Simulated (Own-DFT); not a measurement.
# Short bonds, stiff crystals?

Calculated, not measured: single-point runs of Own-DFT, a retired in-house plane-wave DFT program that no person has reviewed, on unrelaxed cells, without spin or spin-orbit coupling.

Limits (not all hold for every row): forces on such cells moved up to 12 meV/angstrom on a denser k mesh; forces not confirmed at this smearing and k mesh; forces on such cells passed a denser k mesh, each cell not checked; stress not checked against mesh or cutoff.

All runs are PBE with PseudoDojo norm-conserving files; cutoff and k mesh are each material's own. Every cell starts from measured lattice constants and was given uniform random strains and small random moves of its atoms. Each triple is the change of volume in per cent, the rms move u in Å and the pressure in GPa.

- 3C SiC (C32Si32), 10.36 Å³/atom unstrained: (-2.89, 0.052, 12.39); (-2.62, 0.049, 12.09); (-2.33, 0.053, 12.27); (-1.35, 0.051, 9.18); (-0.20, 0.046, 6.27); (0.05, 0.050, 5.78); (3.53, 0.052, -2.27)
- wurtzite AlN (Al36N36), 10.45 Å³/atom unstrained: (-3.72, 0.045, 14.17); (-3.60, 0.054, 14.95); (-1.94, 0.053, 10.69); (-1.19, 0.051, 8.61); (0.41, 0.052, 4.82); (0.72, 0.052, 4.20); (1.05, 0.047, 3.22)
- wurtzite GaN (Ga36N36), 11.42 Å³/atom unstrained: withheld
- zincblende GaP (Ga32P32), 20.24 Å³/atom unstrained: (-2.11, 0.051, 5.48); (-1.20, 0.045, 4.46); (-1.01, 0.052, 4.59); (0.53, 0.050, 3.04); (2.49, 0.048, 1.07); (2.58, 0.049, 1.26); (3.00, 0.051, 1.12)
- zincblende GaAs (As32Ga32), 22.58 Å³/atom unstrained: (-3.50, 0.053, 7.25); (-2.23, 0.053, 5.88); (-1.47, 0.047, 5.03); (-0.36, 0.056, 4.56); (0.59, 0.049, 3.56); (1.87, 0.053, 2.70); (2.41, 0.051, 2.38)
- grey tin (Sn64), 34.15 Å³/atom unstrained: (-2.81, 0.044, 5.47); (-1.70, 0.052, 4.76); (-0.26, 0.054, 3.93); (0.50, 0.046, 3.44); (0.54, 0.051, 3.58); (1.30, 0.050, 3.11); (1.57, 0.049, 3.01)

## What the rows give

Fit a line to each set against the fractional change of volume; B is minus its slope, and u is nearly the same within a set. To take it to zero pressure, assume that B rises by 4 GPa for each GPa: B0 = B - 4 x (mean pressure). The bond length of an ideal tetrahedral crystal with the unstrained volume v is d = (√3/4)(8 v)^(1/3). Cohen's empirical rule reads B0 = (1971 - 220 L) d^(-3.5) GPa, with L = 0 for group IV crystals and SiC and 1 for III-V compounds.

```
                  material  L  d (Å)  B (GPa)  mean P (GPa)  B0 (GPa)  rule (GPa)
          3C SiC (C32Si32)  0  1.888  236 ± 8           8.0   204 ± 8         213
    wurtzite AlN (Al36N36)  1  1.893  240 ± 7           8.7   205 ± 7         188
    wurtzite GaN (Ga36N36)  1  1.950        ?             ?         ?         169
  zincblende GaP (Ga32P32)  1  2.360   89 ± 4           3.0    77 ± 4          87
zincblende GaAs (As32Ga32)  1  2.448   80 ± 4           4.5    62 ± 4          76
           grey tin (Sn64)  0  2.810   56 ± 2           3.9    41 ± 2          53
```

A line through ln[B0/(1971 - 220 L)] against ln d has a slope of -4.2 ± 0.2 and a scatter of 6 %. Against the rule, B0 stands at 96 % for 3C SiC, 109 % for wurtzite AlN, 89 % for zincblende GaP, 82 % for zincblende GaAs, 77 % for grey tin. PBE tends to make silicon and heavier crystals too soft, and the rule itself is only a guide.

## Check

Question: what B0 does the fitted trend give for wurtzite GaN (Ga36N36)?

The line gives 169 GPa. Its own runs give B = 203 ± 6 GPa at a mean pressure of 9.7 GPa, so B0 = 164 GPa.
